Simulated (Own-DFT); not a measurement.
# Which defects push the lattice out? zincblende GaAs

Source: density functional calculations with Own-DFT, an unreviewed in-house program that is no longer used. Nothing was measured or relaxed, and spin and spin-orbit coupling are left out.

All runs used: PBE; PseudoDojo norm-conserving scalar-relativistic files; cutoff 42 hartree; 3 x 3 x 3 k mesh centred on Gamma; Fermi-Dirac smearing of 0.1 eV.

Caveats (not all hold for every row): not probed for a lower state with spin; forces not confirmed at this smearing and k mesh; stress not checked against mesh or cutoff.

All runs share one cell, with vectors in Å (11.737, 0.000, 0.000); (0.000, 11.737, 0.000); (0.000, 0.000, 10.919) and a volume of 1504.3 Å³, strained against the parent crystal. Atoms were moved at random from their sites; u is the rms move along one axis. The defect's site can differ from row to row.

| cell | formula | u (Å) | P (GPa) |
|---|---|---|---|
| no defect | As32Ga32 | 0.0296 | 0.76 |
| no defect | As32Ga32 | 0.0466 | 1.01 |
| no defect | As32Ga32 | 0.0487 | 0.96 |
| one In on a Ga site | As32Ga31In | 0.0306 | 1.34 |
| one In on a Ga site | As32Ga31In | 0.0321 | 1.34 |
| one In on a Ga site | As32Ga31In | 0.0517 | 1.64 |
| one P on an As site | As31Ga32P | 0.0295 | 0.50 |
| one P on an As site | As31Ga32P | 0.0460 | 0.74 |
| one P on an As site | As31Ga32P | 0.0496 | 0.76 |
| one Al on a Ga site | AlAs32Ga31 | 0.0274 | 0.69 |
| one Al on a Ga site | AlAs32Ga31 | 0.0291 | 0.72 |
| one Al on a Ga site | AlAs32Ga31 | 0.0498 | ? |
| one Al on a Ga site | AlAs32Ga31 | 0.0572 | 1.27 |
| one As vacancy and one Ga vacancy | As31Ga31 | 0.0309 | 0.47 |
| one As vacancy and one Ga vacancy | As31Ga31 | 0.0483 | 0.67 |
| one As vacancy and one Ga vacancy | As31Ga31 | 0.0513 | 0.89 |

## Worked fit

P = P0 + c u² + a shift for each defect gives P0 = 0.55 GPa, c = 200 ± 17 GPa/Å² and a scatter of 0.05 GPa. The shifts, and each times the cell's volume:

- one In on a Ga site: 0.58 ± 0.04 GPa, 5.5 eV
- one Al on a Ga site: 0.02 ± 0.04 GPa, 0.2 eV (not resolved)
- one P on an As site: -0.24 ± 0.04 GPa, -2.3 eV
- one As vacancy and one Ga vacancy: -0.27 ± 0.04 GPa, -2.5 eV

Against the defect-free cell, a freed cell would be larger where the shift is positive and smaller where it is negative (160.2 GPa Å³ is 1 eV). The atoms around the defects weren't relaxed, which would change these numbers.

## Withheld run

The question: what pressure belongs in the blank (one Al on a Ga site, u = 0.0498 Å)?

The fitted form gives 1.07 ± 0.06 GPa. DFT gave 1.01 GPa.
